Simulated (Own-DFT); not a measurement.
# Point defects and the pressure they add: hexagonal WC

The numbers are computed, not measured, by runs of the plane-wave DFT program Own-DFT (in-house, retired, unreviewed) at fixed positions, with no spin and no spin-orbit coupling.

Settings: PBE; PseudoDojo norm-conserving scalar-relativistic files; cutoff 50 hartree; 4 x 4 x 4 k mesh centred on Gamma; cold (Marzari-Vanderbilt) smearing of 0.2 eV.

Keep in mind: forces on such cells moved up to 12 meV/angstrom on a denser k mesh; stress not checked against mesh or cutoff.

All runs share one cell, with vectors in Å (5.833, -5.052, -2.839); (0.000, -5.052, 8.518); (-5.833, -5.052, -2.839) and a volume of 669.4 Å³. u is the rms random offset of the atoms per axis. The defect's site can differ from row to row.

| cell | formula | u (Å) | P (GPa) |
|---|---|---|---|
| no defect | C32W32 | 0.0196 | 3.21 |
| no defect | C32W32 | 0.0501 | 6.27 |
| no defect | C32W32 | 0.0552 | 7.17 |
| one C on a W site | C33W31 | 0.0293 | ? |
| one C on a W site | C33W31 | 0.0296 | 2.56 |
| one C on a W site | C33W31 | 0.0496 | 5.25 |
| one C on a W site | C33W31 | 0.0515 | 5.16 |
| one W vacancy | C32W31 | 0.0300 | 1.84 |
| one W vacancy | C32W31 | 0.0462 | 3.92 |
| one W vacancy | C32W31 | 0.0495 | 4.16 |
| one C vacancy | C31W32 | 0.0299 | 3.39 |
| one C vacancy | C31W32 | 0.0307 | 3.40 |
| one C vacancy | C31W32 | 0.0527 | 5.95 |

## Analysis

P = P0 + c u² + a shift for each defect gives P0 = 2.63 GPa, c = 1475 ± 48 GPa/Å² and a scatter of 0.15 GPa. The shifts, and each times the cell's volume:

- one C vacancy: -0.65 ± 0.12 GPa, -2.7 eV
- one C on a W site: -1.25 ± 0.12 GPa, -5.2 eV
- one W vacancy: -2.02 ± 0.12 GPa, -8.4 eV

Against the defect-free cell, a freed cell would be larger where the shift is positive and smaller where it is negative (160.2 GPa Å³ is 1 eV). The atoms around the defects weren't relaxed, which would change these numbers.

## Prediction

Asked: what pressure belongs in the blank (one C on a W site, u = 0.0293 Å)?

Estimate: 2.65 ± 0.18 GPa. The hidden result is 2.91 GPa.
